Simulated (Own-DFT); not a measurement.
# Strain and stress in C40 NbSi2, 36 atoms (Nb12Si24)

All numbers below are calculated, not measured. The program, named Own-DFT, is a retired in-house plane-wave density functional code that no person has reviewed. Each row is one single-point run on a periodic cell that was not relaxed, without spin or spin-orbit coupling.

Settings of every run: PBE; PseudoDojo norm-conserving scalar-relativistic files; cutoff 42 hartree; 4 x 4 x 5 k mesh centred on Gamma; cold (Marzari-Vanderbilt) smearing of 0.2 eV.

Known limits: forces on such cells failed a check on a denser k mesh; stress not checked against mesh or cutoff.

Unstrained cell vectors in Å: (0.000, 8.324, 0.000); (-9.613, 0.000, 0.000); (0.000, 0.000, 6.586). The unstrained cell was taken from the Materials Project. The random moves and any unrelaxed bonds add to the pressure at no strain. Each run strains this cell uniformly, with the atoms carried along. Every atom was also moved at random, by a Gaussian of width 0.05 Å on each axis. Strain is the symmetric tensor, in per cent. Stress is positive in tension, and the pressure is minus a third of its trace.

| run | e_xx (%) | e_yy (%) | e_zz (%) | e_yz (%) | e_xz (%) | e_xy (%) | s_xx (GPa) | s_yy (GPa) | s_zz (GPa) | s_yz (GPa) | s_xz (GPa) | s_xy (GPa) | P (GPa) | E (meV/atom) |
|---|---|---|---|---|---|---|---|---|---|---|---|---|---|---|
| 1 | 0.96 | -0.54 | 1.16 | -1.29 | -1.53 | -1.76 | 1.00 | -2.57 | 1.75 | -4.04 | -4.43 | -4.82 | -0.06 | 11.8 |
| 2 | 0.96 | -1.93 | 1.99 | -0.69 | -0.12 | -0.78 | 1.94 | -7.70 | 3.45 | -2.57 | -0.66 | -2.45 | 0.77 | 13.0 |
| 3 | -1.69 | -1.33 | -0.41 | 0.15 | 1.56 | 0.84 | -10.91 | -9.48 | -8.51 | 0.22 | 6.17 | 2.52 | 9.63 | 33.1 |
| 4 | -1.64 | -1.13 | 1.22 | 0.34 | -0.79 | -0.78 | -7.90 | -5.98 | -0.57 | 0.95 | -2.16 | -2.52 | 4.82 | 0.0 |
| 5 | 0.54 | 1.11 | 1.03 | 0.42 | 1.89 | 1.75 | 0.25 | 2.31 | 1.10 | 0.94 | 5.40 | 5.23 | -1.22 | 27.1 |
| 6 | 1.36 | 0.36 | 1.96 | 1.09 | 0.26 | -1.89 | 3.06 | 1.00 | 5.77 | 3.29 | 0.63 | -5.02 | -3.28 | 20.4 |
| 7 | -0.76 | 0.31 | 0.03 | 0.00 | -1.63 | 0.65 | -5.28 | -1.52 | -4.24 | 0.20 | -5.67 | 2.34 | 3.68 | 13.5 |
| 8 | -1.38 | -1.68 | 0.23 | -1.36 | 1.90 | 0.62 | -9.26 | -9.32 | -5.19 | -4.05 | 6.12 | 1.71 | 7.92 | 22.3 |
| 9 | -0.98 | -1.34 | 1.93 | 1.02 | 1.19 | -0.56 | -5.96 | -6.89 | 3.02 | 2.44 | 3.48 | -2.23 | 3.28 | 18.9 |
| 10 | 1.71 | -1.14 | 0.01 | 1.77 | 1.54 | 1.40 | 2.80 | -5.67 | -4.23 | 5.56 | 5.01 | 3.55 | 2.37 | 27.4 |
| 11 | 0.98 | -0.04 | -1.76 | -0.59 | 1.38 | -0.41 | -0.71 | -2.58 | -11.78 | -2.04 | 4.05 | -0.31 | 5.02 | 18.5 |
| 12 | -0.28 | 1.99 | 0.93 | 0.10 | -1.89 | -1.08 | -1.23 | 4.75 | 0.96 | -0.12 | -6.01 | -3.30 | -1.49 | 18.9 |
| 13 | -0.90 | 0.95 | -1.02 | 0.24 | -1.79 | -1.06 | -6.39 | -0.42 | -8.33 | 1.24 | -5.95 | -3.18 | 5.05 | 20.2 |
| 14 | -0.87 | -1.72 | -0.72 | 0.53 | -1.26 | 0.30 | -8.03 | -9.88 | -8.99 | 1.49 | -4.48 | 1.15 | 8.97 | 11.9 |
| 15 | 1.92 | 0.06 | 0.07 | 1.78 | -1.29 | -1.90 | 4.06 | -0.76 | -2.78 | 5.50 | -3.46 | -4.86 | -0.17 | 20.5 |
| 16 | 0.72 | -1.70 | -0.18 | -0.13 | 0.03 | 0.74 | ? | ? | ? | ? | ? | ? | ? | ? |

E is the free energy for each atom above the lowest run shown.

## Worked fit

Each stress component was fitted by least squares to a constant and the strains of the runs shown, as fractions, with shears doubled. Shear strains stay in the fit of a normal stress only where such slopes are resolved. The slopes, in GPa:

```
stress  at no strain  per e_xx  per e_yy  per e_zz  scatter
  s_xx          -2.9  365 ± 12   65 ± 13   87 ± 13     0.56
  s_yy          -2.5   70 ± 10  360 ± 11   63 ± 11     0.47
  s_zz          -4.3    57 ± 7    73 ± 8   449 ± 8     0.34
```

Each shear stress against twice its own strain: yz 154 ± 5, xz 163 ± 7, xy 140 ± 6 GPa. These are stiffnesses along x, y and z of the frame in which the cell vectors are given, which need not be the crystal's axes. The atoms are held to the strained lattice; where symmetry lets them move under strain, relaxing them would lower some slopes. The table should be nearly symmetric about its diagonal, and what it lacks of that shows the noise. A ninth of its sum, 177 ± 5 GPa, estimates the bulk modulus near the mean pressure of these runs, 3.0 GPa, so it lies above the value at zero pressure.

## Withheld run

Question: what normal stresses and pressure should run 16 give?

The fit gives s_xx = -1.6, s_yy = -8.2, s_zz = -5.9 and P = 5.2 GPa. The calculation gave -1.43, -8.88, -4.99 and P = 5.10 GPa.
